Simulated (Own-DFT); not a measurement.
# Computed records: GaAs (zincblende with one plane slipped along a stacking-fault path, atoms displaced)

All values are calculated (Own-DFT development build). A calculation, not a measurement: plane-wave PBE density functional theory by an unreviewed code, no spin, of a simulated periodic cell, stress positive in tension, free energy of the whole cell less one offset for each atom, forces on such cells passed a denser k mesh, this cell's mesh not checked; offsets are fitted by least squares, one for each functional and potential file, so energies compare only between cells with the same atoms and settings and are not formation energies; the far tail of each file's local potential was reset to the Coulomb form; each entry is a single point on an unrelaxed cell, so the pressure reflects the starting lattice, mostly measured values (interpolated for alloys), from which strain is counted, and rises with the displacements; printed positions are rounded, which can move forces by about a meV/angstrom; the program, named Own-DFT, is a retired in-house code; no spin-orbit coupling.

Common to all runs: functional PBE; potential files PseudoDojo norm-conserving, scalar-relativistic, standard set; wave cutoff 42 hartree; occupations Fermi-Dirac; smearing width 0.1 eV; k mesh 4 x 4 x 2 centred on Gamma.

```yaml
- entry: 1
  formula: GaAs
  kind: "zincblende with one plane slipped along a stacking-fault path, atoms displaced"
  structure:
    cell_angstrom:
      - [5.6533, -5.6533, 0.0]
      - [0.0, 5.6533, -5.6533]
      - [11.919, 11.919, 10.0817]
    atoms_fractional:
      - [Ga, 0.00429, 0.99518, 0.99903]
      - [As, 0.98401, 0.97854, 0.12547]
      - [Ga, 0.14546, 0.29101, 0.16598]
      - [As, 0.13356, 0.27029, 0.28973]
      - [Ga, 0.29356, 0.08675, 0.33283]
      - [As, 0.29001, 0.06344, 0.45819]
      - [Ga, 0.05887, 0.11057, 0.49836]
      - [As, 0.03559, 0.07895, 0.6259]
      - [Ga, 0.20547, 0.40858, 0.66815]
      - [As, 0.18998, 0.38082, 0.78871]
      - [Ga, 0.34737, 0.19603, 0.83411]
      - [As, 0.33002, 0.16529, 0.95949]
      - [Ga, 0.99859, 0.49573, 0.99814]
      - [As, 0.98882, 0.47916, 0.12854]
      - [Ga, 0.15158, 0.80143, 0.16521]
      - [As, 0.13324, 0.77492, 0.29323]
      - [Ga, 0.29417, 0.59217, 0.33361]
      - [As, 0.28419, 0.56985, 0.45934]
      - [Ga, 0.0562, 0.60538, 0.49969]
      - [As, 0.04245, 0.5763, 0.62518]
      - [Ga, 0.20788, 0.90316, 0.66695]
      - [As, 0.1881, 0.87636, 0.79072]
      - [Ga, 0.34876, 0.70147, 0.83254]
      - [As, 0.34292, 0.67713, 0.95822]
      - [Ga, 0.50282, 0.99431, 0.00075]
      - [As, 0.47936, 0.96859, 0.12571]
      - [Ga, 0.64664, 0.28791, 0.16508]
      - [As, 0.63789, 0.26688, 0.29132]
      - [Ga, 0.7982, 0.09853, 0.33257]
      - [As, 0.78484, 0.06456, 0.46096]
      - [Ga, 0.55938, 0.10227, 0.49893]
      - [As, 0.5361, 0.07573, 0.62442]
      - [Ga, 0.70271, 0.40481, 0.6708]
      - [As, 0.68364, 0.37694, 0.79001]
      - [Ga, 0.85797, 0.20134, 0.83178]
      - [As, 0.83104, 0.17084, 0.96024]
      - [Ga, 0.50146, 0.5003, 6.0e-05]
      - [As, 0.48472, 0.47231, 0.12673]
      - [Ga, 0.64878, 0.79589, 0.16557]
      - [As, 0.63505, 0.77623, 0.29139]
      - [Ga, 0.79787, 0.60075, 0.33313]
      - [As, 0.7951, 0.57144, 0.4596]
      - [Ga, 0.5544, 0.60901, 0.50073]
      - [As, 0.53797, 0.58088, 0.62644]
      - [Ga, 0.69825, 0.90306, 0.66804]
      - [As, 0.69121, 0.87826, 0.79121]
      - [Ga, 0.85602, 0.70462, 0.8328]
      - [As, 0.84198, 0.66879, 0.95909]
  results:
    "free_energy_of_cell_above_offsets [eV]": "-13.389"
    "pressure [GPa]": 5.42
    "stress_xx [GPa]": -6.84
    "stress_yy [GPa]": -6.6
    "stress_zz [GPa]": -2.84
    "stress_yz [GPa]": -0.36
    "stress_xz [GPa]": 0.26
    "stress_xy [GPa]": 1.82
    force_element: [Ga, As, Ga, As, Ga, As, Ga, As, Ga, As, Ga, As, Ga, As, Ga, As, Ga, As, Ga, As, Ga, As, Ga, As, Ga, As, Ga, As, Ga, As, Ga, As, Ga, As, Ga, As, Ga, As, Ga, As, Ga, As, Ga, As, Ga, As, Ga, As]
    "force_x [eV/angstrom]": [-0.437, -0.304, 0.253, 0.409, 0.57, -2.254, 2.578, 0.314, -0.606, 0.723, -0.041, 0.699, 0.897, -0.691, -0.049, -0.48, 0.05, -1.628, 2.528, -0.205, -0.697, 0.156, 0.317, -0.466, -0.329, 0.226, 0.359, -0.373, 0.438, -1.902, 1.439, 0.513, -0.769, 0.98, -0.227, 0.227, 0.009, -0.134, 0.066, -0.188, -0.142, -3.492, 2.276, 0.198, -0.03, 0.013, -0.266, -0.528]
    "force_y [eV/angstrom]": [0.755, -0.839, 0.52, -0.047, 0.455, -1.298, 1.509, -0.328, -0.571, 0.223, 0.2, -0.364, 0.118, -0.817, 0.943, -0.948, 0.076, -2.856, 2.249, 0.458, 0.292, -0.06, -0.062, -0.122, 0.577, -0.702, 0.545, 0.603, 0.071, -3.282, 3.141, 0.088, -0.758, 0.352, 0.688, -0.948, -0.128, -0.5, 0.381, -0.132, -0.002, -0.591, 1.037, -0.403, -0.162, 0.199, 0.121, 0.319]
    "force_z [eV/angstrom]": [0.314, 0.3, -0.591, 0.305, -0.678, -0.018, 0.077, -0.11, 0.012, 0.641, -0.264, -0.7, 0.439, -0.007, 0.366, 0.222, -0.183, -0.126, 0.347, -0.114, -0.106, -0.006, -0.024, 0.24, 0.014, -0.208, -0.296, -0.409, 0.387, -0.276, 0.136, -0.46, -0.604, 0.733, 0.017, -0.365, 0.366, 0.057, 0.146, 0.257, 0.383, -0.23, 0.045, -0.001, -0.255, 0.303, 0.328, -0.406]
- entry: 2
  formula: GaAs
  kind: "zincblende with one plane slipped along a stacking-fault path, atoms displaced"
  structure:
    cell_angstrom:
      - [5.6533, -5.6533, 0.0]
      - [0.0, 5.6533, -5.6533]
      - [11.919, 11.919, 10.0817]
    atoms_fractional:
      - [Ga, 0.00304, 0.00743, 0.99825]
      - [As, 0.98923, 0.96962, 0.12992]
      - [Ga, 0.14744, 0.29632, 0.16726]
      - [As, 0.13853, 0.26756, 0.29214]
      - [Ga, 0.29721, 0.09255, 0.33533]
      - [As, 0.28804, 0.0677, 0.45597]
      - [Ga, 0.0526, 0.1071, 0.50154]
      - [As, 0.04011, 0.08043, 0.62591]
      - [Ga, 0.19736, 0.39901, 0.66774]
      - [As, 0.18011, 0.37042, 0.79417]
      - [Ga, 0.34759, 0.19437, 0.83389]
      - [As, 0.33818, 0.16962, 0.95845]
      - [Ga, 0.99581, 0.49115, 0.0016]
      - [As, 0.99267, 0.47509, 0.12438]
      - [Ga, 0.15211, 0.79043, 0.16766]
      - [As, 0.1266, 0.76714, 0.28848]
      - [Ga, 0.29328, 0.58552, 0.33321]
      - [As, 0.28427, 0.56528, 0.46172]
      - [Ga, 0.0533, 0.61565, 0.49901]
      - [As, 0.04223, 0.58354, 0.62551]
      - [Ga, 0.19775, 0.903, 0.66681]
      - [As, 0.1837, 0.88215, 0.79182]
      - [Ga, 0.35002, 0.70024, 0.83288]
      - [As, 0.33621, 0.66925, 0.95917]
      - [Ga, 0.4983, 0.99514, 0.99916]
      - [As, 0.4873, 0.9722, 0.12547]
      - [Ga, 0.64216, 0.29855, 0.16524]
      - [As, 0.63412, 0.26464, 0.29024]
      - [Ga, 0.80152, 0.10204, 0.33172]
      - [As, 0.78429, 0.06659, 0.45988]
      - [Ga, 0.55473, 0.10743, 0.5003]
      - [As, 0.54698, 0.08497, 0.6262]
      - [Ga, 0.69764, 0.40384, 0.66734]
      - [As, 0.68933, 0.37595, 0.7926]
      - [Ga, 0.8424, 0.19925, 0.83234]
      - [As, 0.83666, 0.17208, 0.95823]
      - [Ga, 0.49242, 0.49156, 0.00181]
      - [As, 0.48381, 0.47267, 0.12508]
      - [Ga, 0.65067, 0.79966, 0.16886]
      - [As, 0.63711, 0.76814, 0.29412]
      - [Ga, 0.79313, 0.59738, 0.33125]
      - [As, 0.775, 0.56099, 0.45949]
      - [Ga, 0.55692, 0.60491, 0.50028]
      - [As, 0.54785, 0.58781, 0.62612]
      - [Ga, 0.70081, 0.90942, 0.66804]
      - [As, 0.6857, 0.8725, 0.79108]
      - [Ga, 0.84763, 0.70039, 0.82937]
      - [As, 0.83764, 0.67808, 0.96068]
  results:
    "free_energy_of_cell_above_offsets [eV]": "-13.860"
    "pressure [GPa]": 5.28
    "stress_xx [GPa]": -6.53
    "stress_yy [GPa]": -6.59
    "stress_zz [GPa]": -2.72
    "stress_yz [GPa]": 0.3
    "stress_xz [GPa]": -0.33
    "stress_xy [GPa]": 1.56
    force_element: [Ga, As, Ga, As, Ga, As, Ga, As, Ga, As, Ga, As, Ga, As, Ga, As, Ga, As, Ga, As, Ga, As, Ga, As, Ga, As, Ga, As, Ga, As, Ga, As, Ga, As, Ga, As, Ga, As, Ga, As, Ga, As, Ga, As, Ga, As, Ga, As]
    "force_x [eV/angstrom]": [0.433, -0.579, 0.096, -0.187, -0.416, -1.98, 2.354, -0.146, 0.508, 0.111, 0.247, 0.03, -0.161, -0.412, -0.229, 1.074, 0.292, -2.373, 2.054, -0.264, 0.476, 0.056, -0.228, -0.294, 0.238, -0.038, 0.43, -0.095, 0.306, -2.281, 1.994, -0.778, 0.463, -0.611, 0.37, -0.342, 0.218, 0.126, -0.052, -0.639, 0.375, -1.442, 1.448, -0.538, 0.137, -0.012, 0.725, -0.464]
    "force_y [eV/angstrom]": [0.18, -0.516, -0.077, -0.047, -0.698, -0.57, 0.961, -0.024, 0.067, -0.31, 0.412, 0.103, 0.059, 0.337, -0.016, 0.124, 0.654, -1.751, 1.615, -0.035, -0.163, -0.828, 0.315, 0.031, 0.006, -0.139, -0.418, 0.491, -0.008, -2.164, 1.963, 0.319, -0.085, 0.158, -0.194, 0.155, -0.392, 0.336, -0.116, 0.578, -0.364, -3.642, 3.3, 0.269, -0.383, 0.392, 0.572, -0.458]
    "force_z [eV/angstrom]": [0.928, -0.569, 0.147, -0.017, -0.205, 0.563, -0.207, 0.056, -0.45, -0.325, -0.507, -0.205, -0.647, 0.613, -0.546, 0.55, -0.286, 0.024, -0.184, 0.258, -0.214, 0.43, 0.134, -0.138, 0.342, -0.149, 0.034, -0.345, 0.63, -0.3, 0.07, 0.07, -0.281, -0.073, 0.415, -0.201, -0.402, -0.105, 0.111, -0.499, 0.839, -0.149, 0.044, 0.297, 0.007, -0.185, 0.625, 0.005]
- entry: 3
  formula: GaAs
  kind: "zincblende with one plane slipped along a stacking-fault path, atoms displaced"
  structure:
    cell_angstrom:
      - [5.6533, -5.6533, 0.0]
      - [0.0, 5.6533, -5.6533]
      - [11.919, 11.919, 10.0817]
    atoms_fractional:
      - [Ga, 0.99878, 0.99608, 0.99932]
      - [As, 0.9855, 0.96976, 0.12715]
      - [Ga, 0.14404, 0.29415, 0.16677]
      - [As, 0.14595, 0.27182, 0.2907]
      - [Ga, 0.29286, 0.09429, 0.3345]
      - [As, 0.28026, 0.06186, 0.45958]
      - [Ga, 0.05709, 0.11191, 0.49906]
      - [As, 0.04584, 0.08066, 0.62303]
      - [Ga, 0.21122, 0.41146, 0.66675]
      - [As, 0.1866, 0.38181, 0.79377]
      - [Ga, 0.35551, 0.20851, 0.8331]
      - [As, 0.33438, 0.17585, 0.95745]
      - [Ga, 0.00093, 0.49957, 0.0025]
      - [As, 0.99255, 0.47447, 0.12616]
      - [Ga, 0.15205, 0.79867, 0.16822]
      - [As, 0.12585, 0.76296, 0.29082]
      - [Ga, 0.29475, 0.59333, 0.32988]
      - [As, 0.28237, 0.56607, 0.45885]
      - [Ga, 0.05056, 0.60431, 0.50111]
      - [As, 0.0496, 0.57887, 0.62368]
      - [Ga, 0.203, 0.90884, 0.66631]
      - [As, 0.18499, 0.88338, 0.79033]
      - [Ga, 0.35151, 0.70954, 0.83302]
      - [As, 0.33077, 0.66405, 0.95571]
      - [Ga, 0.49793, 0.00126, 0.00201]
      - [As, 0.48148, 0.96607, 0.12257]
      - [Ga, 0.64706, 0.29912, 0.16682]
      - [As, 0.63792, 0.27332, 0.2927]
      - [Ga, 0.80121, 0.08933, 0.33131]
      - [As, 0.79258, 0.06739, 0.45676]
      - [Ga, 0.55214, 0.11001, 0.5009]
      - [As, 0.54124, 0.08229, 0.62255]
      - [Ga, 0.70118, 0.40715, 0.66745]
      - [As, 0.69049, 0.37269, 0.79048]
      - [Ga, 0.8566, 0.2073, 0.83369]
      - [As, 0.83722, 0.18215, 0.95777]
      - [Ga, 0.48974, 0.49772, 0.99929]
      - [As, 0.49708, 0.47457, 0.12652]
      - [Ga, 0.64885, 0.80146, 0.16856]
      - [As, 0.63505, 0.7692, 0.2896]
      - [Ga, 0.79967, 0.58785, 0.33359]
      - [As, 0.78254, 0.5663, 0.45963]
      - [Ga, 0.55156, 0.60187, 0.50028]
      - [As, 0.54974, 0.58602, 0.62707]
      - [Ga, 0.70809, 0.9142, 0.66581]
      - [As, 0.68783, 0.87707, 0.79124]
      - [Ga, 0.85447, 0.70896, 0.83326]
      - [As, 0.83816, 0.68034, 0.959]
  results:
    "free_energy_of_cell_above_offsets [eV]": "-13.794"
    "pressure [GPa]": 5.31
    "stress_xx [GPa]": -6.74
    "stress_yy [GPa]": -6.3
    "stress_zz [GPa]": -2.9
    "stress_yz [GPa]": -0.26
    "stress_xz [GPa]": -0.75
    "stress_xy [GPa]": 1.59
    force_element: [Ga, As, Ga, As, Ga, As, Ga, As, Ga, As, Ga, As, Ga, As, Ga, As, Ga, As, Ga, As, Ga, As, Ga, As, Ga, As, Ga, As, Ga, As, Ga, As, Ga, As, Ga, As, Ga, As, Ga, As, Ga, As, Ga, As, Ga, As, Ga, As]
    "force_x [eV/angstrom]": [0.145, -0.26, 0.529, -0.691, 0.415, -2.045, 2.412, 0.102, 0.111, 0.123, -0.208, 0.223, -0.321, -0.31, -0.37, 0.799, 0.559, -2.064, 1.997, -0.166, -0.009, 0.435, -0.307, 0.489, -0.733, 0.862, 0.342, -0.467, 0.217, -3.33, 2.309, 0.408, 0.302, 0.31, -0.364, 0.097, 0.793, -1.037, -0.364, 0.39, -0.187, -1.992, 1.724, -0.415, 0.124, 0.119, -0.289, -0.405]
    "force_y [eV/angstrom]": [0.714, -0.257, -0.585, 0.438, -0.609, -2.272, 1.874, 0.632, -0.164, -0.629, 0.028, -0.162, 0.11, 0.365, -0.069, 0.039, 0.374, -2.077, 1.461, 0.975, -0.486, -0.206, -0.1, 0.943, -0.827, 0.656, -0.635, -0.512, 0.314, -0.269, 0.152, 0.511, -0.733, 0.595, -0.037, -0.085, -0.308, 0.611, -0.553, 0.171, 0.813, -2.289, 2.345, 0.073, -0.056, 0.19, -0.111, -0.352]
    "force_z [eV/angstrom]": [-0.276, -0.353, -0.189, 0.088, 0.326, 0.08, -0.109, -0.266, 0.546, -0.455, 0.016, 0.217, -0.28, 0.093, -0.015, -0.409, 0.166, -0.324, -0.098, 0.094, 0.216, -0.032, -0.112, -0.648, -0.273, -0.006, 0.468, 0.634, -0.316, 0.12, -0.492, 0.227, -0.074, -0.347, 0.478, 0.616, 0.189, -0.392, -0.107, 0.596, -0.087, -0.152, 0.13, -0.338, 0.068, -0.334, 0.557, 0.558]
- entry: 4
  formula: GaAs
  kind: "zincblende with one plane slipped along a stacking-fault path, atoms displaced"
  structure:
    cell_angstrom:
      - [5.6533, -5.6533, 0.0]
      - [0.0, 5.6533, -5.6533]
      - [11.919, 11.919, 10.0817]
    atoms_fractional:
      - [Ga, 0.00162, 0.99652, 0.00039]
      - [As, 0.98751, 0.97409, 0.12551]
      - [Ga, 0.15271, 0.296, 0.16634]
      - [As, 0.12794, 0.26459, 0.29081]
      - [Ga, 0.295, 0.09776, 0.33522]
      - [As, 0.2842, 0.06431, 0.45868]
      - [Ga, 0.05914, 0.11756, 0.49767]
      - [As, 0.04713, 0.08298, 0.6249]
      - [Ga, 0.20401, 0.41366, 0.66759]
      - [As, 0.19007, 0.37775, 0.79474]
      - [Ga, 0.34802, 0.19778, 0.83234]
      - [As, 0.34233, 0.18166, 0.95848]
      - [Ga, 0.99463, 0.49306, 0.00062]
      - [As, 0.97883, 0.46468, 0.12551]
      - [Ga, 0.15006, 0.80553, 0.16543]
      - [As, 0.14137, 0.77314, 0.28872]
      - [Ga, 0.29691, 0.59137, 0.33495]
      - [As, 0.27838, 0.5589, 0.45936]
      - [Ga, 0.0498, 0.6063, 0.50119]
      - [As, 0.03299, 0.57428, 0.62481]
      - [Ga, 0.19653, 0.90089, 0.66515]
      - [As, 0.18714, 0.87261, 0.78979]
      - [Ga, 0.3587, 0.70016, 0.83262]
      - [As, 0.33149, 0.66884, 0.95647]
      - [Ga, 0.49928, 0.99951, 0.99934]
      - [As, 0.48536, 0.96944, 0.12511]
      - [Ga, 0.64973, 0.29854, 0.16051]
      - [As, 0.63309, 0.26799, 0.2903]
      - [Ga, 0.79443, 0.09595, 0.33173]
      - [As, 0.78993, 0.07369, 0.45599]
      - [Ga, 0.54475, 0.09674, 0.4977]
      - [As, 0.53143, 0.07748, 0.62415]
      - [Ga, 0.70681, 0.41342, 0.66646]
      - [As, 0.69416, 0.37983, 0.79415]
      - [Ga, 0.84611, 0.20222, 0.83241]
      - [As, 0.83731, 0.17608, 0.9586]
      - [Ga, 0.49854, 0.4944, 0.00111]
      - [As, 0.48671, 0.4787, 0.12545]
      - [Ga, 0.6504, 0.79859, 0.16575]
      - [As, 0.63837, 0.7649, 0.29205]
      - [Ga, 0.79969, 0.5965, 0.33439]
      - [As, 0.7872, 0.56685, 0.45962]
      - [Ga, 0.5479, 0.60904, 0.50021]
      - [As, 0.54083, 0.58233, 0.6247]
      - [Ga, 0.70457, 0.90314, 0.6668]
      - [As, 0.6919, 0.88474, 0.793]
      - [Ga, 0.85314, 0.70495, 0.83175]
      - [As, 0.83708, 0.6743, 0.95902]
  results:
    "free_energy_of_cell_above_offsets [eV]": "-13.787"
    "pressure [GPa]": 5.29
    "stress_xx [GPa]": -7.1
    "stress_yy [GPa]": -6.02
    "stress_zz [GPa]": -2.75
    "stress_yz [GPa]": -0.08
    "stress_xz [GPa]": -0.2
    "stress_xy [GPa]": 1.91
    force_element: [Ga, As, Ga, As, Ga, As, Ga, As, Ga, As, Ga, As, Ga, As, Ga, As, Ga, As, Ga, As, Ga, As, Ga, As, Ga, As, Ga, As, Ga, As, Ga, As, Ga, As, Ga, As, Ga, As, Ga, As, Ga, As, Ga, As, Ga, As, Ga, As]
    "force_x [eV/angstrom]": [-0.042, -0.264, -0.158, 0.393, -0.154, -3.055, 2.323, -0.411, 0.189, -0.559, 0.241, -0.468, 0.17, 0.8, -0.195, 0.233, -0.268, -2.564, 2.643, 0.413, 0.198, 0.359, -0.224, 0.509, -0.151, -0.209, 0.079, -0.255, -0.177, -2.324, 3.389, 0.603, -0.411, -0.93, 0.835, -0.176, 0.051, -0.122, 0.335, -0.34, 0.211, -3.257, 2.911, -0.006, -0.022, -0.286, 0.299, -0.157]
    "force_y [eV/angstrom]": [0.133, -0.039, 0.371, 0.049, -0.535, -1.236, 1.903, 0.481, -0.204, -0.341, -0.134, -0.361, 0.118, -0.281, -0.475, 0.502, -0.264, -1.382, 1.158, -0.078, -0.087, -0.077, 0.526, 0.226, -0.165, -0.124, 0.802, 0.134, -0.102, -1.141, 0.928, -0.29, 0.154, 0.119, 0.06, -0.423, 0.397, -0.405, 0.304, 0.403, -0.6, -0.62, 0.587, 0.179, 0.309, -0.672, 0.377, -0.184]
    "force_z [eV/angstrom]": [-0.274, -0.228, -0.016, -0.263, -0.046, -0.028, 0.111, -0.359, 0.6, -0.194, 0.056, 0.5, -0.274, -0.784, 0.631, 0.414, -0.288, 0.204, -0.073, -0.402, 0.095, -0.001, -0.077, -0.009, 0.256, -0.272, 0.75, -0.437, 0.264, 0.088, 0.337, -0.167, 0.916, -0.38, 0.092, 0.28, -0.632, 0.134, 0.172, -0.275, 0.15, -0.077, -0.248, 0.03, -0.486, 0.087, 0.196, -0.075]
- entry: 5
  formula: GaAs
  kind: "zincblende with one plane slipped along a stacking-fault path, atoms displaced"
  structure:
    cell_angstrom:
      - [5.6533, -5.6533, 0.0]
      - [0.0, 5.6533, -5.6533]
      - [11.919, 11.919, 10.0817]
    atoms_fractional:
      - [Ga, 0.01083, 0.00551, 0.99767]
      - [As, 0.99061, 0.97701, 0.12128]
      - [Ga, 0.14452, 0.28353, 0.17264]
      - [As, 0.13727, 0.27032, 0.2886]
      - [Ga, 0.30404, 0.10543, 0.33584]
      - [As, 0.27952, 0.05817, 0.46375]
      - [Ga, 0.05304, 0.11269, 0.49843]
      - [As, 0.03234, 0.07839, 0.62242]
      - [Ga, 0.20567, 0.40923, 0.67032]
      - [As, 0.17719, 0.36815, 0.79127]
      - [Ga, 0.34656, 0.19584, 0.83096]
      - [As, 0.33204, 0.16598, 0.96176]
      - [Ga, 0.99897, 0.5058, 0.99898]
      - [As, 0.96625, 0.46923, 0.11996]
      - [Ga, 0.14467, 0.79998, 0.16544]
      - [As, 0.12495, 0.77393, 0.28778]
      - [Ga, 0.2902, 0.6049, 0.33557]
      - [As, 0.28733, 0.56132, 0.45461]
      - [Ga, 0.04588, 0.60476, 0.49952]
      - [As, 0.04013, 0.56662, 0.62417]
      - [Ga, 0.20676, 0.89553, 0.66244]
      - [As, 0.17044, 0.86583, 0.79266]
      - [Ga, 0.34611, 0.69154, 0.83293]
      - [As, 0.33639, 0.68257, 0.96022]
      - [Ga, 0.51028, 0.00334, 0.00356]
      - [As, 0.47539, 0.97268, 0.12959]
      - [Ga, 0.64898, 0.30496, 0.16676]
      - [As, 0.64552, 0.26944, 0.29768]
      - [Ga, 0.78796, 0.0948, 0.33813]
      - [As, 0.78475, 0.0783, 0.46423]
      - [Ga, 0.54316, 0.11076, 0.502]
      - [As, 0.54194, 0.07836, 0.62508]
      - [Ga, 0.70746, 0.41188, 0.66625]
      - [As, 0.69303, 0.37262, 0.79482]
      - [Ga, 0.85856, 0.20812, 0.83657]
      - [As, 0.84525, 0.17889, 0.95984]
      - [Ga, 0.49528, 0.49148, 0.99492]
      - [As, 0.47805, 0.46951, 0.12695]
      - [Ga, 0.64922, 0.79275, 0.16944]
      - [As, 0.62817, 0.77119, 0.28733]
      - [Ga, 0.78571, 0.58698, 0.33585]
      - [As, 0.77727, 0.5607, 0.4606]
      - [Ga, 0.55319, 0.62258, 0.49634]
      - [As, 0.5383, 0.57011, 0.62418]
      - [Ga, 0.7087, 0.89221, 0.66802]
      - [As, 0.68787, 0.89035, 0.79216]
      - [Ga, 0.84471, 0.70028, 0.83604]
      - [As, 0.83666, 0.66725, 0.96188]
  results:
    "free_energy_of_cell_above_offsets [eV]": "-12.164"
    "pressure [GPa]": 5.67
    "stress_xx [GPa]": -7.82
    "stress_yy [GPa]": -6.33
    "stress_zz [GPa]": -2.86
    "stress_yz [GPa]": -0.79
    "stress_xz [GPa]": -0.39
    "stress_xy [GPa]": 2.19
    force_element: [Ga, As, Ga, As, Ga, As, Ga, As, Ga, As, Ga, As, Ga, As, Ga, As, Ga, As, Ga, As, Ga, As, Ga, As, Ga, As, Ga, As, Ga, As, Ga, As, Ga, As, Ga, As, Ga, As, Ga, As, Ga, As, Ga, As, Ga, As, Ga, As]
    "force_x [eV/angstrom]": [-0.746, -0.269, -1.361, 0.981, -0.261, -4.261, 2.534, 1.2, -0.476, 1.059, 0.345, 0.149, 0.318, 1.94, -0.775, 0.685, -0.882, -3.532, 3.19, -0.116, -0.172, 0.379, 0.098, -0.001, -0.026, 0.67, -0.189, -1.538, 0.838, -3.012, 3.888, 0.689, 0.182, -0.718, -0.474, -0.06, 0.473, -0.362, -0.855, 1.207, 0.208, -2.741, 3.738, -0.259, -0.539, -0.044, -0.44, -0.658]
    "force_y [eV/angstrom]": [0.566, 0.554, -0.42, 1.887, -0.266, -1.615, 1.504, -0.306, -0.938, -0.287, 0.071, -1.386, -0.678, -0.393, -0.255, 0.653, -1.123, 0.467, 0.12, 0.333, 1.023, -0.977, 0.597, -0.722, 0.313, -0.966, 0.563, 0.158, -1.33, -1.524, 0.847, -0.027, -0.156, 0.345, 0.292, 0.028, 1.08, -0.228, -0.599, 1.03, 0.214, -1.221, 1.293, 0.409, 0.571, -0.457, 0.437, 0.522]
    "force_z [eV/angstrom]": [0.882, 0.506, -1.603, 1.025, 0.427, -0.039, -0.058, 0.05, 0.322, -0.198, 0.422, -1.022, 0.4, 0.372, 0.454, 0.418, -0.665, 0.824, -0.207, -0.572, 0.005, -0.568, -0.384, 0.071, 0.168, -0.281, 0.803, -0.891, 0.592, -0.181, -0.093, 0.241, 0.957, -0.625, 0.516, 0.008, 0.193, -0.451, -1.095, 1.06, -0.847, 0.198, -0.192, -0.52, -0.245, 0.797, 0.115, -1.09]
```
